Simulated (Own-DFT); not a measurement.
## Calculated data, GaP (zincblende, atoms displaced)

A calculation, not a measurement: plane-wave PBE density functional theory by an unreviewed code, no spin, of a simulated periodic cell, stress positive in tension, free energy of the whole cell less one offset for each atom, forces on such cells passed a denser k mesh, this cell's mesh not checked; offsets are fitted by least squares, one for each functional and potential file, so energies compare only between cells with the same atoms and settings and are not formation energies; the far tail of each file's local potential was reset to the Coulomb form; each entry is a single point on an unrelaxed cell, so the pressure reflects the starting lattice, mostly measured values (interpolated for alloys), from which strain is counted, and rises with the displacements; printed positions are rounded, which can move forces by about a meV/angstrom; the program, named Own-DFT, is a retired in-house code; no spin-orbit coupling. Program: Own-DFT development build.

Settings shared by all entries: functional PBE; potential files PseudoDojo norm-conserving, scalar-relativistic, standard set; wave cutoff 42 hartree; occupations Fermi-Dirac; smearing width 0.1 eV; hardware one NVIDIA H200; k mesh 2 x 3 x 3 centred on Gamma.

(1) GaP (zincblende, atoms displaced)

```xyz
96
Lattice="16.3515 0.0000 0.0000 0.0000 10.9010 0.0000 0.0000 0.0000 10.9010" Properties=species:S:1:pos:R:3 GaP
Ga     0.0072    10.8716     0.0036
Ga     0.0754     2.7663     2.8152
Ga     2.7439     0.0259     2.7492
Ga     2.7356     2.7502     0.0100
P      1.3169     1.4134     1.3711
P      1.4075     4.0143     4.0349
P      4.0842     1.3753     4.0625
P      4.0153     4.1505     1.4184
Ga     0.0511     0.0205     5.5087
Ga     0.0314     2.7200     8.1074
Ga     2.7583    10.8852     8.1975
Ga     2.8011     2.8113     5.4664
P      1.4146     1.3288     6.8125
P      1.2746     4.1040     9.5536
P      4.0737     1.3481     9.5176
P      4.0493     4.1375     6.7062
Ga    16.2935     5.4691     0.0077
Ga    16.3356     8.1069     2.7574
Ga     2.6996     5.4678     2.7358
Ga     2.8224     8.1591     0.0237
P      1.3787     6.8476     1.4356
P      1.3417     9.5935     4.0282
P      4.1128     6.8582     4.1582
P      4.1548     9.5133     1.3171
Ga     0.0959     5.4791     5.4551
Ga    16.3033     8.1945     8.1868
Ga     2.7072     5.4088     8.1603
Ga     2.6576     8.2102     5.4716
P      1.3925     6.7953     6.7660
P      1.2877     9.4813     9.5670
P      4.1157     6.8052     9.5142
P      4.0823     9.5542     6.8549
Ga     5.4120    10.8933     0.0346
Ga     5.5443     2.6927     2.7197
Ga     8.2037     0.1071     2.7461
Ga     8.1345     2.7519     0.0078
P      6.7917     1.3896     1.3912
P      6.8462     4.0216     4.1727
P      9.5168     1.3646     4.0985
P      9.5834     4.0234     1.3931
Ga     5.4375     0.0627     5.4638
Ga     5.5588     2.6921     8.1827
Ga     8.2077     0.0532     8.2472
Ga     8.1640     2.7020     5.4470
P      6.8980     1.2975     6.8620
P      6.8112     4.1010     9.5159
P      9.4556     1.3226     9.5918
P      9.4723     4.0698     6.8907
Ga     5.3612     5.5136    10.8849
Ga     5.4172     8.1771     2.7672
Ga     8.2169     5.4207     2.7147
Ga     8.2409     8.1119     0.0063
P      6.7365     6.8068     1.3388
P      6.9566     9.5082     4.0426
P      9.5199     6.8783     4.1100
P      9.5734     9.4284     1.3287
Ga     5.5291     5.3957     5.4313
Ga     5.4697     8.1364     8.1295
Ga     8.1603     5.4732     8.2441
Ga     8.2218     8.1992     5.4521
P      6.7920     6.8192     6.8341
P      6.7889     9.5408     9.5467
P      9.5623     6.7534     9.5421
P      9.5570     9.5811     6.8266
Ga    10.9382    10.8829    10.8257
Ga    10.8367     2.6819     2.7261
Ga    13.6195     0.0359     2.7206
Ga    13.6092     2.6895    10.8163
P     12.2863     1.3995     1.2786
P     12.2339     4.1175     4.1156
P     15.0064     1.3136     4.0771
P     14.9270     4.0558     1.2743
Ga    10.9840     0.0289     5.4227
Ga    10.9845     2.7480     8.1552
Ga    13.6092    10.8897     8.1818
Ga    13.5974     2.7706     5.4834
P     12.2890     1.4884     6.8000
P     12.2015     4.0825     9.5662
P     14.9830     1.3346     9.5465
P     14.9923     4.0696     6.8337
Ga    10.9294     5.3967     0.0721
Ga    10.8929     8.0947     2.7845
Ga    13.6165     5.4497     2.7229
Ga    13.6492     8.2544     0.0213
P     12.2329     6.8945     1.2804
P     12.2919     9.5450     4.0890
P     15.0045     6.8211     4.1357
P     14.9493     9.5782     1.3651
Ga    11.0151     5.4488     5.3996
Ga    10.8603     8.1835     8.1654
Ga    13.6483     5.4254     8.2394
Ga    13.6688     8.1641     5.3907
P     12.2662     6.8305     6.8498
P     12.2375     9.5332     9.6118
P     15.0687     6.8315     9.4654
P     15.0493     9.4770     6.8033
```

```
free energy of cell above offsets : -50.744 eV
pressure                          : 3.14 GPa
stress xx                         : -3.09 GPa
stress yy                         : -3.16 GPa
stress zz                         : -3.16 GPa
stress yz                         : -0.57 GPa
stress xz                         : -0.07 GPa
stress xy                         : -0.14 GPa
wall time                         : 919.7 s
```

Force:
```csv
element,x (eV/Å),y (eV/Å),z (eV/Å)
Ga,-0.164,0.383,0.256
Ga,-1.645,-0.777,-1.306
Ga,-0.118,-0.145,-0.916
Ga,-0.303,0.019,-0.117
P,0.569,-0.535,-0.124
P,0.252,1.437,1.256
P,0.391,0.327,0.307
P,1.112,-0.706,-0.483
Ga,-0.37,-0.312,-0.511
Ga,-0.23,-0.413,0.571
Ga,-0.681,-0.336,0.284
Ga,-0.855,-1.447,-0.615
P,0.379,0.724,0.012
P,0.795,-0.184,-0.193
P,0.369,0.559,0.434
P,1.33,-0.057,1.706
Ga,0.409,0.262,0.333
Ga,-0.202,1.053,-0.246
Ga,0.266,0.482,0.621
Ga,-0.944,-0.066,-0.31
P,-0.115,-0.358,-0.978
P,-0.017,-0.523,0.539
P,-0.32,-0.534,-0.194
P,-0.738,0.372,1.118
Ga,-0.687,-0.899,-0.303
Ga,1.059,-0.344,-0.629
Ga,-0.079,0.189,0.26
Ga,0.534,0.442,-0.352
P,-0.173,0.517,1.067
P,1.245,0.247,-0.034
P,-0.759,0.135,-0.635
P,0.103,-0.261,-0.584
Ga,0.578,0.334,-0.622
Ga,-1.21,0.886,0.404
Ga,0.115,-1.35,-0.897
Ga,0.102,-0.063,0.036
P,0.413,-0.496,-0.78
P,0.07,0.494,-1.279
P,0.667,0.05,0.407
P,-0.733,0.568,-0.347
Ga,0.494,-0.821,-0.19
Ga,-0.943,0.092,-0.488
Ga,-0.342,-1.341,-0.261
Ga,0.525,-0.159,0.98
P,-0.673,0.513,-0.719
P,-0.471,0.258,0.817
P,1.435,1.047,0.024
P,0.796,0.284,-0.857
Ga,0.542,-1.009,0.376
Ga,0.66,0.088,-0.066
Ga,-0.545,0.303,0.11
Ga,-0.899,0.144,-0.245
P,0.774,-0.186,0.419
P,-1.461,0.688,0.296
P,0.283,-1.503,0.165
P,0.135,1.426,0.655
Ga,-0.499,0.853,0.131
Ga,-0.226,0.74,0.523
Ga,0.005,0.007,-0.608
Ga,-0.322,0.052,0.705
P,0.815,-0.343,-0.549
P,0.42,-0.268,0.059
P,0.239,0.125,0.259
P,0.06,0.237,-0.053
Ga,-0.927,0.263,1.147
Ga,1.073,-0.129,0.18
Ga,-0.232,0.013,-0.292
Ga,0.103,0.293,0.03
P,-0.593,-0.426,0.905
P,0.57,-0.949,-1.129
P,-0.103,0.854,0.617
P,0.471,0.13,1.112
Ga,-0.423,0.037,0.46
Ga,-1.625,-0.077,0.47
Ga,0.085,-0.164,-0.19
Ga,0.924,0.037,-0.883
P,-0.057,-1.657,0.171
P,0.814,0.15,-0.118
P,0.444,0.042,-0.599
P,0.213,0.566,-0.411
Ga,-0.358,0.419,-0.297
Ga,0.261,0.917,-0.591
Ga,-0.03,0.234,-0.485
Ga,0.321,-0.627,-0.545
P,0.543,-0.775,0.971
P,-0.063,-0.138,-0.319
P,0.064,-0.9,-0.567
P,0.685,-0.407,0.52
Ga,-1.684,0.63,1.254
Ga,0.265,-0.001,0.29
Ga,-0.256,0.157,-0.333
Ga,-0.48,0.24,0.934
P,0.475,-0.075,-0.261
P,0.458,-0.337,-1.639
P,-1.298,-0.137,1.198
P,-0.862,0.913,-0.241
```

(2) GaP (zincblende, atoms displaced)

```xyz
96
Lattice="16.3515 0.0000 0.0000 0.0000 10.9010 0.0000 0.0000 0.0000 10.9010" Properties=species:S:1:pos:R:3 GaP
Ga     0.0758     0.0146     0.0162
Ga    16.3212     2.7072     2.7274
Ga     2.6858     0.0320     2.7644
Ga     2.7271     2.6549    10.8492
P      1.2750     1.4317     1.3855
P      1.3901     4.1182     4.1234
P      4.0934     1.3853     4.1784
P      4.0513     4.0417     1.4771
Ga    16.2925     0.0055     5.4013
Ga     0.0492     2.6295     8.2472
Ga     2.7399     0.0348     8.1511
Ga     2.7558     2.7110     5.4566
P      1.4235     1.3752     6.6951
P      1.3782     4.0958     9.5967
P      4.0301     1.3774     9.5508
P      4.0744     4.0547     6.7489
Ga     0.0326     5.5428    10.8603
Ga     0.0476     8.1432     2.7613
Ga     2.7290     5.5017     2.6322
Ga     2.6725     8.2074    10.8994
P      1.2820     6.7981     1.3740
P      1.2931     9.4445     4.0076
P      4.0261     6.8295     4.0474
P      4.0068     9.4824     1.3974
Ga     0.0546     5.4603     5.4101
Ga     0.0139     8.2350     8.1323
Ga     2.7339     5.3993     8.1488
Ga     2.7996     8.1706     5.4852
P      1.3820     6.8000     6.7450
P      1.3311     9.6053     9.5626
P      4.0148     6.7356     9.5833
P      4.1163     9.5886     6.8072
Ga     5.4438     0.0518     0.0889
Ga     5.4013     2.7298     2.7649
Ga     8.2335    10.8637     2.6781
Ga     8.1821     2.7015    10.8716
P      6.8195     1.4190     1.3587
P      6.7277     4.0434     4.0342
P      9.4922     1.3480     4.0934
P      9.5554     4.0516     1.3972
Ga     5.4806     0.0298     5.4817
Ga     5.4633     2.6798     8.2110
Ga     8.2973     0.0690     8.1782
Ga     8.1595     2.7868     5.4887
P      6.9005     1.3753     6.8165
P      6.7129     4.1045     9.5670
P      9.5751     1.2489     9.5336
P      9.5148     4.0613     6.7435
Ga     5.4896     5.4827    10.7792
Ga     5.5185     8.1184     2.7162
Ga     8.1757     5.4180     2.7580
Ga     8.1822     8.1894     0.0256
P      6.7962     6.7538     1.3548
P      6.7696     9.5929     4.0484
P      9.5957     6.8983     4.1481
P      9.5786     9.4948     1.3563
Ga     5.4249     5.4034     5.4593
Ga     5.5426     8.1798     8.1755
Ga     8.2112     5.4033     8.0603
Ga     8.1695     8.1560     5.4222
P      6.8201     6.8550     6.7746
P      6.8242     9.5209     9.5392
P      9.5235     6.8115     9.4277
P      9.5260     9.5579     6.9155
Ga    10.8871    10.8988     0.0261
Ga    10.9059     2.7423     2.7136
Ga    13.7619    10.8595     2.6804
Ga    13.6395     2.7126     0.0989
P     12.2481     1.2347     1.3463
P     12.2245     4.1400     4.0696
P     14.9398     1.3688     4.1278
P     14.9337     4.0864     1.3815
Ga    10.9221    10.8752     5.4873
Ga    10.9525     2.7455     8.2528
Ga    13.7034     0.0362     8.1101
Ga    13.6339     2.7765     5.5187
P     12.3301     1.4127     6.8284
P     12.2131     4.1332     9.5182
P     14.9855     1.4010     9.5145
P     15.0178     4.0705     6.7474
Ga    10.8383     5.4076     0.0552
Ga    10.8755     8.2362     2.8006
Ga    13.6132     5.4474     2.6376
Ga    13.6275     8.1719    10.8439
P     12.2270     6.7774     1.3745
P     12.2926     9.4907     4.0494
P     14.9769     6.8181     4.0824
P     14.9043     9.5171     1.3366
Ga    10.8493     5.3865     5.3409
Ga    10.8319     8.2011     8.1713
Ga    13.6218     5.4731     8.1088
Ga    13.6011     8.1228     5.4465
P     12.2120     6.8257     6.8172
P     12.1876     9.5805     9.5587
P     15.0746     6.8878     9.5418
P     14.9896     9.4932     6.8575
```

```
free energy of cell above offsets : -50.385 eV
pressure                          : 3.21 GPa
stress xx                         : -3.2 GPa
stress yy                         : -3.26 GPa
stress zz                         : -3.16 GPa
stress yz                         : -0.96 GPa
stress xz                         : -0.07 GPa
stress xy                         : 0.07 GPa
wall time                         : 909.8 s
```

Force:
```csv
element,x (eV/Å),y (eV/Å),z (eV/Å)
Ga,-1.451,0.157,0.247
Ga,-0.233,0.837,0.829
Ga,-0.071,-0.129,-0.063
Ga,-0.348,1.035,1.268
P,1.135,-0.647,-0.183
P,0.135,-0.441,-0.96
P,0.086,-0.619,-0.852
P,0.273,0.255,-1.88
Ga,0.503,-0.639,0.233
Ga,0.259,0.947,-0.993
Ga,-0.349,-0.17,-0.05
Ga,-0.345,0.707,-0.529
P,-0.933,-0.62,1.096
P,-0.148,-0.143,-0.612
P,0.96,-0.686,-0.303
P,0.441,-0.081,1.13
Ga,-0.592,-1.054,0.263
Ga,-1.675,-0.276,-0.936
Ga,-0.448,-0.373,0.812
Ga,-0.124,-0.413,-0.027
P,0.807,0.437,-0.284
P,1.206,1.474,1.634
P,0.91,-0.265,0.243
P,0.819,0.656,0.092
Ga,-0.728,-0.019,-0.006
Ga,0.756,-0.552,0.325
Ga,-0.282,0.047,-0.112
Ga,-0.558,0.35,-0.476
P,0.105,0.361,0.972
P,0.68,-0.502,-0.847
P,0.276,1.173,-0.831
P,0.186,-0.518,0.457
Ga,-0.338,-0.785,-0.512
Ga,-0.058,-0.715,-0.324
Ga,-0.528,0.355,0.123
Ga,0.056,0.241,-0.167
P,0.03,-0.355,0.499
P,1.02,0.628,0.959
P,0.508,0.203,0.187
P,-0.756,0.011,-0.324
Ga,0.129,0.045,-0.036
Ga,-0.288,0.186,-0.5
Ga,-1.631,-0.86,-0.084
Ga,-0.396,-0.591,-1.172
P,-0.603,-0.097,0.437
P,1.841,-0.686,-1.138
P,0.235,1.967,0.667
P,0.989,-0.073,0.667
Ga,-1.078,-0.132,1.833
Ga,-0.815,0.33,0.125
Ga,0.098,0.336,0.101
Ga,-0.092,-0.615,-0.464
P,0.606,0.181,-0.216
P,0.612,-0.455,0.141
P,-0.934,-0.906,-0.723
P,-0.282,0.192,0.003
Ga,-0.006,0.74,-0.538
Ga,-1.123,-0.184,0.239
Ga,-0.774,0.371,0.725
Ga,-0.162,1.111,0.262
P,-0.178,-0.924,-0.097
P,0.174,1.047,0.367
P,-0.355,-0.528,1.32
P,-0.054,-0.225,-1.695
Ga,0.021,-0.551,-0.018
Ga,0.304,-0.933,0.332
Ga,-1.32,0.433,0.782
Ga,-0.777,-0.166,-0.995
P,0.447,1.222,0.776
P,0.918,-0.837,-0.312
P,-0.03,0.304,-0.446
P,1.11,0.232,-0.37
Ga,0.068,0.174,-0.221
Ga,-0.529,-0.491,-0.729
Ga,-0.697,-0.297,0.816
Ga,-0.487,0.023,-0.97
P,-0.804,-0.367,-0.038
P,0.967,0.038,0.864
P,-0.04,-0.643,0.894
P,0.675,0.475,1.137
Ga,0.157,0.684,-0.771
Ga,0.545,-0.646,-0.843
Ga,-0.12,0.332,0.952
Ga,-0.797,-0.065,0.18
P,-0.188,0.797,-0.348
P,0.374,0.995,0.625
P,0.047,-0.44,-0.18
P,1.872,-0.533,-0.412
Ga,0.273,0.75,1.151
Ga,0.987,-0.113,0.257
Ga,0.353,-0.002,0.352
Ga,0.025,0.155,0.155
P,-0.236,-0.289,-0.329
P,0.925,-0.324,-0.742
P,-0.865,-0.508,-0.72
P,-0.274,0.491,-1.152
```

(3) GaP (zincblende, atoms displaced)

```xyz
96
Lattice="16.3515 0.0000 0.0000 0.0000 10.9010 0.0000 0.0000 0.0000 10.9010" Properties=species:S:1:pos:R:3 GaP
Ga     0.0978     0.0321     0.0259
Ga     0.0889     2.7815     2.6601
Ga     2.7281    10.8877     2.7387
Ga     2.7269     2.7559     0.0119
P      1.4150     1.3837     1.2703
P      1.3578     4.1599     4.1265
P      4.0376     1.3364     4.0844
P      4.0776     4.1124     1.4191
Ga    16.3420    10.8764     5.4522
Ga     0.0876     2.7697     8.1518
Ga     2.7743     0.0327     8.1611
Ga     2.6793     2.7271     5.4517
P      1.4359     1.3790     6.7956
P      1.4053     4.1055     9.4715
P      4.1912     1.3463     9.5463
P      4.1158     4.0779     6.8046
Ga    16.3510     5.4343     0.0306
Ga    16.3453     8.1812     2.7513
Ga     2.7065     5.5365     2.6475
Ga     2.7552     8.2073    10.8661
P      1.3071     6.7262     1.2589
P      1.4466     9.4907     4.0903
P      4.0283     6.8596     4.1611
P      4.0523     9.4863     1.3698
Ga    16.3103     5.5112     5.4217
Ga     0.0187     8.2038     8.2448
Ga     2.7876     5.4304     8.1108
Ga     2.6310     8.1564     5.4731
P      1.4003     6.7893     6.7973
P      1.3567     9.4526     9.5534
P      4.0525     6.8519     9.4297
P      4.0954     9.6640     6.7747
Ga     5.4242     0.0046    10.8442
Ga     5.4638     2.7753     2.7286
Ga     8.2405     0.0272     2.7479
Ga     8.1451     2.7845    10.8119
P      6.7306     1.4293     1.2830
P      6.7998     4.0417     4.1109
P      9.5391     1.3295     4.1176
P      9.5551     4.0502     1.2700
Ga     5.4463     0.0141     5.5226
Ga     5.4905     2.6720     8.1961
Ga     8.1393     0.0643     8.1888
Ga     8.1637     2.6705     5.4786
P      6.7973     1.3319     6.7704
P      6.8363     4.0364     9.4815
P      9.5623     1.3955     9.5229
P      9.4807     3.9791     6.7968
Ga     5.4699     5.4769     0.0060
Ga     5.4438     8.1014     2.7458
Ga     8.1293     5.4658     2.6371
Ga     8.1276     8.1706    10.8994
P      6.8236     6.8051     1.3313
P      6.8022     9.5747     4.0518
P      9.4971     6.8787     4.0915
P      9.5116     9.5463     1.3956
Ga     5.5228     5.4344     5.4196
Ga     5.5034     8.1184     8.1831
Ga     8.1856     5.4142     8.1736
Ga     8.2088     8.2207     5.4307
P      6.8427     6.7585     6.7845
P      6.8987     9.5694     9.4867
P      9.5235     6.8603     9.6375
P      9.5110     9.5695     6.8761
Ga    10.8425     0.0143     0.0345
Ga    10.8277     2.8086     2.6793
Ga    13.5814     0.0170     2.7363
Ga    13.6104     2.7653    10.7919
P     12.2044     1.3486     1.3469
P     12.1820     4.0596     4.1565
P     15.0382     1.3195     4.1726
P     14.9402     4.0548     1.4276
Ga    10.8685     0.0197     5.4169
Ga    10.9011     2.7758     8.2030
Ga    13.5770     0.0294     8.1987
Ga    13.6399     2.7234     5.3627
P     12.2504     1.2937     6.7258
P     12.2243     4.1125     9.5634
P     14.9140     1.4088     9.5011
P     14.9929     4.0611     6.8916
Ga    10.9236     5.3557     0.0183
Ga    10.8767     8.1214     2.6877
Ga    13.5746     5.3833     2.8179
Ga    13.6570     8.1053     0.0263
P     12.2321     6.7953     1.3484
P     12.3034     9.5015     4.1447
P     15.0405     6.8005     4.1128
P     14.9126     9.5535     1.3976
Ga    10.8510     5.4707     5.5146
Ga    10.8439     8.1489     8.1145
Ga    13.6891     5.4758     8.1996
Ga    13.5745     8.2319     5.4936
P     12.3466     6.7323     6.8482
P     12.3576     9.5163     9.5330
P     15.0718     6.8695     9.5731
P     15.0142     9.5076     6.7488
```

```
free energy of cell above offsets : -50.597 eV
pressure                          : 3.14 GPa
stress xx                         : -3.17 GPa
stress yy                         : -3.15 GPa
stress zz                         : -3.11 GPa
stress yz                         : 0.18 GPa
stress xz                         : -0.47 GPa
stress xy                         : 0.01 GPa
wall time                         : 934.4 s
```

Force:
```csv
element,x (eV/Å),y (eV/Å),z (eV/Å)
Ga,-1.536,-0.581,-0.633
Ga,-0.321,-0.561,0.83
Ga,0.007,0.03,-0.398
Ga,0.783,0.241,-0.712
P,0.064,-0.089,1.266
P,0.222,-0.219,-0.623
P,0.696,0.579,0.073
P,0.134,0.219,-0.619
Ga,0.942,-0.236,0.204
Ga,-0.517,-0.807,0.09
Ga,-0.299,-0.115,0.584
Ga,0.638,0.419,-0.423
P,-0.986,-0.513,0.339
P,0.025,0.215,0.823
P,-1.537,0.553,-0.16
P,0.421,-0.472,-0.23
Ga,-0.7,-1.042,-0.738
Ga,0.108,-0.047,-0.549
Ga,0.018,-0.258,0.923
Ga,-0.257,-0.879,0.244
P,0.813,1.791,0.926
P,-1.241,0.652,-0.37
P,0.603,-0.7,-0.57
P,0.701,0.41,-0.088
Ga,0.281,-0.828,1.009
Ga,-0.119,-0.332,-1.419
Ga,-0.286,0.065,-0.026
Ga,1.166,0.569,0.511
P,-0.828,0.024,0.694
P,0.531,1.732,-0.137
P,0.505,-0.417,1.11
P,-0.301,-2.104,0.686
Ga,0.543,-0.973,0.744
Ga,-0.556,-0.747,0.112
Ga,-1.126,0.222,-0.523
Ga,0.253,-0.984,0.56
P,1.003,-0.44,0.582
P,0.795,0.33,-0.493
P,-0.046,0.996,-0.542
P,-1.101,0.515,0.682
Ga,0.028,0.043,-1.59
Ga,-0.256,0.328,-0.68
Ga,0.675,0.111,-0.232
Ga,-0.167,-0.158,-0.62
P,0.21,0.43,0.613
P,-0.672,1.113,0.178
P,-0.326,-0.161,0.123
P,0.556,1.135,0.384
Ga,-0.577,-0.427,-0.689
Ga,-0.133,0.504,0.137
Ga,0.7,-0.611,0.815
Ga,0.337,0.693,0.217
P,-0.552,0.313,0.094
P,-0.09,-0.149,0.272
P,0.282,-1.096,-0.26
P,0.024,-0.34,-0.374
Ga,-0.936,0.148,0.169
Ga,-0.039,0.932,-0.74
Ga,0.318,0.375,0.139
Ga,-0.667,0.311,0.396
P,0.277,0.573,0.016
P,-1.092,-0.472,0.616
P,0.38,-1.015,-0.915
P,0.038,0.137,-0.761
Ga,0.489,-0.585,-0.563
Ga,0.557,-1.096,0.515
Ga,0.144,0.187,0.357
Ga,-0.109,-0.378,1.288
P,0.403,0.745,0.213
P,-0.057,0.271,-0.434
P,-0.074,0.682,-1.702
P,-0.039,0.17,-0.832
Ga,0.211,-0.975,0.358
Ga,0.397,-0.789,-0.723
Ga,0.483,-0.315,-0.789
Ga,0.041,-0.176,1.089
P,0.124,1.133,0.801
P,0.664,0.218,-0.935
P,1.544,-0.33,-0.027
P,-0.05,0.327,-1.128
Ga,-0.292,1.345,-0.08
Ga,0.366,0.652,0.423
Ga,0.127,0.652,-0.203
Ga,-0.203,0.559,-0.017
P,0.438,-0.595,0.299
P,-1.19,0.377,-0.999
P,-1.441,0.613,-0.389
P,1.009,0.025,-0.198
Ga,-0.122,-0.09,-0.158
Ga,0.876,-0.023,0.796
Ga,0.183,-0.297,0.696
Ga,0.754,-1.126,-0.077
P,-1.061,0.779,-0.299
P,-1.342,-0.275,0.287
P,-0.595,-0.931,-0.014
P,-0.051,0.308,1.396
```
